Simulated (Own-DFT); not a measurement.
GaP (zincblende, atoms displaced) (calculated)

Computed with Own-DFT development build. A calculation, not a measurement: plane-wave PBE density functional theory by an unreviewed code, no spin, of a simulated periodic cell, stress positive in tension, free energy of the whole cell less one offset for each atom, forces on such cells passed a denser k mesh, this cell's mesh not checked; offsets are fitted by least squares, one for each functional and potential file, so energies compare only between cells with the same atoms and settings and are not formation energies; the far tail of each file's local potential was reset to the Coulomb form; each entry is a single point on an unrelaxed cell, so the pressure reflects the starting lattice, mostly measured values (interpolated for alloys), from which strain is counted, and rises with the displacements; printed positions are rounded, which can move forces by about a meV/angstrom; the program, named Own-DFT, is a retired in-house code; no spin-orbit coupling.

```yaml
- formula: GaP
  kind: "zincblende, atoms displaced"
  structure:
    cell_angstrom: [[16.3515, 0.0, 0.0], [0.0, 10.901, 0.0], [0.0, 0.0, 10.901]]
    atoms_fractional:
      - [Ga, 0.00087, 0.99528, 0.00177]
      - [Ga, 0.00066, 0.25015, 0.24878]
      - [Ga, 0.16789, 0.00034, 0.25036]
      - [Ga, 0.16664, 0.25233, 0.00174]
      - [P, 0.08445, 0.12391, 0.12696]
      - [P, 0.08439, 0.37198, 0.37536]
      - [P, 0.25201, 0.12109, 0.37293]
      - [P, 0.25086, 0.3761, 0.12509]
      - [Ga, 0.00202, 0.9995, 0.50152]
      - [Ga, 0.00121, 0.25202, 0.74731]
      - [Ga, 0.16814, 0.00246, 0.75276]
      - [Ga, 0.16656, 0.24918, 0.50251]
      - [P, 0.08253, 0.1254, 0.6252]
      - [P, 0.08448, 0.37253, 0.87479]
      - [P, 0.25108, 0.12364, 0.87634]
      - [P, 0.24837, 0.37475, 0.6237]
      - [Ga, 0.9997, 0.5021, 0.00179]
      - [Ga, 0.99867, 0.74847, 0.24816]
      - [Ga, 0.16702, 0.50317, 0.24943]
      - [Ga, 0.16718, 0.75273, 0.00174]
      - [P, 0.08421, 0.62355, 0.12599]
      - [P, 0.08442, 0.87283, 0.38023]
      - [P, 0.2491, 0.62527, 0.3732]
      - [P, 0.25169, 0.87262, 0.12703]
      - [Ga, 0.00158, 0.49713, 0.4976]
      - [Ga, 0.99948, 0.74642, 0.74911]
      - [Ga, 0.16615, 0.49962, 0.74912]
      - [Ga, 0.16655, 0.74915, 0.49854]
      - [P, 0.08322, 0.62736, 0.62923]
      - [P, 0.08402, 0.87536, 0.87206]
      - [P, 0.25293, 0.62403, 0.87638]
      - [P, 0.24733, 0.8748, 0.62343]
      - [Ga, 0.3332, 0.99994, 0.99404]
      - [Ga, 0.33488, 0.25033, 0.2504]
      - [Ga, 0.50162, 0.00145, 0.25012]
      - [Ga, 0.5007, 0.24996, 0.00039]
      - [P, 0.41901, 0.12336, 0.1268]
      - [P, 0.41622, 0.37269, 0.37608]
      - [P, 0.58277, 0.12583, 0.376]
      - [P, 0.58481, 0.37509, 0.12436]
      - [Ga, 0.33198, 0.00012, 0.49562]
      - [Ga, 0.33418, 0.25329, 0.75029]
      - [Ga, 0.50092, 0.00327, 0.75179]
      - [Ga, 0.50046, 0.25189, 0.49897]
      - [P, 0.41737, 0.12606, 0.62496]
      - [P, 0.41503, 0.37311, 0.87538]
      - [P, 0.58204, 0.12669, 0.87453]
      - [P, 0.58356, 0.37661, 0.62525]
      - [Ga, 0.3312, 0.50158, 0.00161]
      - [Ga, 0.33245, 0.74956, 0.25168]
      - [Ga, 0.50094, 0.50168, 0.25211]
      - [Ga, 0.50031, 0.75159, 0.00067]
      - [P, 0.41635, 0.62502, 0.12641]
      - [P, 0.4177, 0.87607, 0.3717]
      - [P, 0.58175, 0.62487, 0.37532]
      - [P, 0.58372, 0.87649, 0.12405]
      - [Ga, 0.33221, 0.4998, 0.50028]
      - [Ga, 0.33516, 0.74817, 0.75123]
      - [Ga, 0.50027, 0.5019, 0.75365]
      - [Ga, 0.50151, 0.74763, 0.50039]
      - [P, 0.4158, 0.62826, 0.62648]
      - [P, 0.41876, 0.87352, 0.87498]
      - [P, 0.58422, 0.62372, 0.87899]
      - [P, 0.58252, 0.87697, 0.6232]
      - [Ga, 0.66498, 0.99957, 0.99965]
      - [Ga, 0.66628, 0.24896, 0.25036]
      - [Ga, 0.83502, 0.0008, 0.24869]
      - [Ga, 0.8349, 0.24897, 0.00107]
      - [P, 0.75194, 0.12636, 0.12497]
      - [P, 0.75135, 0.37699, 0.37547]
      - [P, 0.91726, 0.12506, 0.37721]
      - [P, 0.91733, 0.37603, 0.12776]
      - [Ga, 0.66651, 0.99959, 0.49847]
      - [Ga, 0.66646, 0.24966, 0.74944]
      - [Ga, 0.83598, 0.00054, 0.74945]
      - [Ga, 0.83392, 0.24987, 0.5032]
      - [P, 0.7501, 0.12788, 0.62908]
      - [P, 0.7509, 0.37501, 0.87319]
      - [P, 0.91729, 0.1251, 0.8763]
      - [P, 0.91822, 0.37407, 0.62202]
      - [Ga, 0.66781, 0.50139, 0.00254]
      - [Ga, 0.66775, 0.74908, 0.25356]
      - [Ga, 0.83238, 0.50262, 0.25111]
      - [Ga, 0.83396, 0.74836, 0.99958]
      - [P, 0.74956, 0.62469, 0.12584]
      - [P, 0.75003, 0.87975, 0.37619]
      - [P, 0.91732, 0.62665, 0.3749]
      - [P, 0.91693, 0.87598, 0.12668]
      - [Ga, 0.66546, 0.50336, 0.50113]
      - [Ga, 0.6675, 0.75217, 0.75075]
      - [Ga, 0.83261, 0.50089, 0.75185]
      - [Ga, 0.8338, 0.749, 0.50048]
      - [P, 0.75049, 0.62423, 0.62356]
      - [P, 0.75116, 0.87489, 0.87519]
      - [P, 0.91657, 0.62679, 0.8759]
      - [P, 0.91667, 0.87543, 0.62739]
  settings:
    functional: PBE
    potential_files: "PseudoDojo norm-conserving, scalar-relativistic, standard set"
    "wave_cutoff [hartree]": 42.0
    occupations: Fermi-Dirac
    "smearing_width [eV]": 0.1
    k_mesh: "2 x 3 x 3 centred on Gamma"
  results:
    "free_energy_of_cell_above_offsets [eV]": "-53.572"
    "pressure [GPa]": 2.72
    "stress_xx [GPa]": -2.73
    "stress_yy [GPa]": -2.72
    "stress_zz [GPa]": -2.72
    "stress_yz [GPa]": 0.01
    "stress_xz [GPa]": -0.1
    "stress_xy [GPa]": 0.07
    force_element: [Ga, Ga, Ga, Ga, P, P, P, P, Ga, Ga, Ga, Ga, P, P, P, P, Ga, Ga, Ga, Ga, P, P, P, P, Ga, Ga, Ga, Ga, P, P, P, P, Ga, Ga, Ga, Ga, P, P, P, P, Ga, Ga, Ga, Ga, P, P, P, P, Ga, Ga, Ga, Ga, P, P, P, P, Ga, Ga, Ga, Ga, P, P, P, P, Ga, Ga, Ga, Ga, P, P, P, P, Ga, Ga, Ga, Ga, P, P, P, P, Ga, Ga, Ga, Ga, P, P, P, P, Ga, Ga, Ga, Ga, P, P, P, P]
    "force_x [eV/angstrom]": [0.106, -0.073, -0.145, 0.149, -0.119, 0.206, -0.446, -0.146, -0.32, -0.241, -0.198, 0.162, 0.358, -0.267, -0.168, 0.252, 0.119, 0.427, -0.055, 0.043, -0.146, -0.296, 0.176, -0.134, 0.042, -0.06, 0.192, 0.042, 0.082, -0.098, -0.737, 0.628, 0.377, -0.121, 0.0, -0.221, -0.439, 0.107, 0.194, -0.216, 0.469, -0.228, -0.24, -0.013, -0.259, 0.309, 0.429, -0.124, 0.596, 0.374, -0.304, 0.011, 0.084, 0.033, 0.427, 0.103, 0.14, -0.452, -0.172, -0.47, 0.299, -0.156, 0.023, 0.172, 0.445, 0.29, -0.141, -0.035, -0.418, -0.361, 0.076, -0.149, 0.041, -0.118, -0.369, -0.174, 0.017, -0.154, 0.385, -0.218, 0.077, -0.143, 0.228, -0.174, 0.191, 0.305, -0.023, -0.102, 0.204, -0.157, 0.321, -0.046, -0.095, -0.024, 0.069, 0.187]
    "force_y [eV/angstrom]": [0.451, -0.16, -0.411, -0.373, -0.007, 0.287, 0.854, -0.112, -0.077, -0.216, -0.106, -0.358, -0.113, 0.459, 0.673, 0.075, -0.362, 0.248, -0.609, -0.247, 0.397, 0.199, -0.06, 0.492, 0.383, 0.57, 0.112, -0.201, -0.542, -0.239, 0.238, 0.002, -0.264, -0.216, -0.179, 0.108, 0.149, 0.535, 0.013, 0.07, -0.322, -0.426, -0.275, -0.118, -0.083, 0.488, 0.0, 0.035, -0.238, -0.003, -0.432, -0.258, 0.012, -0.269, 0.083, -0.301, 0.087, 0.548, -0.172, 0.479, -0.605, 0.226, 0.365, -0.148, 0.228, 0.158, 0.198, 0.312, -0.241, -0.201, -0.043, 0.085, 0.434, 0.265, 0.116, 0.001, -0.547, -0.066, -0.016, 0.433, -0.364, 0.34, -0.166, 0.305, 0.267, -0.555, -0.252, -0.363, -0.388, -0.176, -0.157, 0.341, 0.251, 0.203, -0.354, -0.189]
    "force_z [eV/angstrom]": [-0.235, 0.246, 0.092, 0.013, -0.248, -0.259, 0.098, 0.275, -0.038, 0.31, -0.405, -0.42, 0.21, 0.104, -0.167, 0.211, -0.199, 0.307, 0.133, -0.248, -0.239, -0.903, 0.381, -0.335, 0.202, 0.242, 0.314, 0.382, -0.744, 0.277, -0.212, 0.287, 0.804, -0.204, -0.009, 0.106, -0.445, -0.061, -0.039, 0.184, 0.613, -0.248, -0.314, 0.319, -0.143, 0.332, 0.14, 0.077, -0.003, -0.057, -0.326, 0.195, -0.045, 0.417, 0.035, 0.388, -0.011, -0.101, -0.176, -0.036, -0.284, -0.199, -0.286, 0.306, -0.078, 0.079, 0.274, -0.129, -0.05, 0.179, -0.124, -0.215, 0.416, 0.163, 0.265, -0.304, -0.466, 0.458, -0.062, 0.475, -0.267, -0.216, 0.017, 0.248, 0.061, -0.186, 0.09, -0.222, -0.181, -0.133, -0.37, -0.022, 0.288, 0.041, -0.034, -0.354]
```
